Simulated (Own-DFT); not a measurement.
# Strain and stress in wurtzite GaN, 72 atoms (Ga36N36)

Calculated results; nothing here was measured. They come from Own-DFT, an in-house plane-wave density functional program, since retired, whose code no person has reviewed. Each row is one single-point run on a periodic cell that was not relaxed, without spin or spin-orbit coupling.

Settings of every run: PBE; PseudoDojo norm-conserving scalar-relativistic files (stringent for Ga); cutoff 96 hartree; 4 x 4 x 3 k mesh centred on Gamma; Gaussian smearing of 0.01 eV.

Known limits: forces not confirmed at this smearing and k mesh; stress not checked against mesh or cutoff.

Unstrained cell vectors in Å: (9.567, 0.000, 0.000); (-4.784, 8.285, 0.000); (0.000, 0.000, 10.370). The unstrained cell has measured lattice constants (interpolated for alloys), not those of this functional. That, the random moves and any unrelaxed bonds set the pressure at no strain. Each run strains this cell uniformly, with the atoms carried along. Every atom was also moved at random, by a Gaussian of width 0.05 Å on each axis. Strain is the symmetric tensor, in per cent. Stress is positive in tension, and the pressure is minus a third of its trace.

```
run,e_xx (%),e_yy (%),e_zz (%),s_xx (GPa),s_yy (GPa),s_zz (GPa),P (GPa),E (meV/atom)
1,2.00,2.00,0.00,2.76,2.35,-4.69,-0.14,0.0
2,0.75,0.75,0.00,-2.77,-4.38,-5.70,4.28,4.3
3,-3.00,-3.00,0.00,-23.98,-28.46,-12.07,21.50,80.9
4,-0.25,-0.25,0.00,-8.57,-8.04,-8.69,8.43,19.6
5,-0.75,-0.75,0.00,-11.51,-11.34,-7.87,10.24,18.5
6,-0.50,-0.50,0.00,-7.15,-11.22,-9.70,9.36,15.4
7,-1.00,-1.00,0.00,-11.52,-12.24,-8.81,10.86,6.5
8,-1.75,-1.75,0.00,-14.58,-18.78,-11.64,15.00,40.0
9,0.25,0.25,0.00,?,?,?,?,?
```

E is the free energy for each atom above the lowest run shown.

## Worked fit

The change of volume is close to e_xx + e_yy + e_zz. A straight line through the runs shown gives P = 7.57 - 215 x (fractional change of volume) GPa, with an error of 10 on the slope and a scatter of 0.81 GPa. The strain isn't the same on all axes and the cell isn't cubic, so the slope belongs to this path and is not the bulk modulus.

## Withheld run

Question: what pressure should run 9 give? Its volume changes by 0.50 %.

The line gives 6.5 GPa. The calculation gave 6.28 GPa.
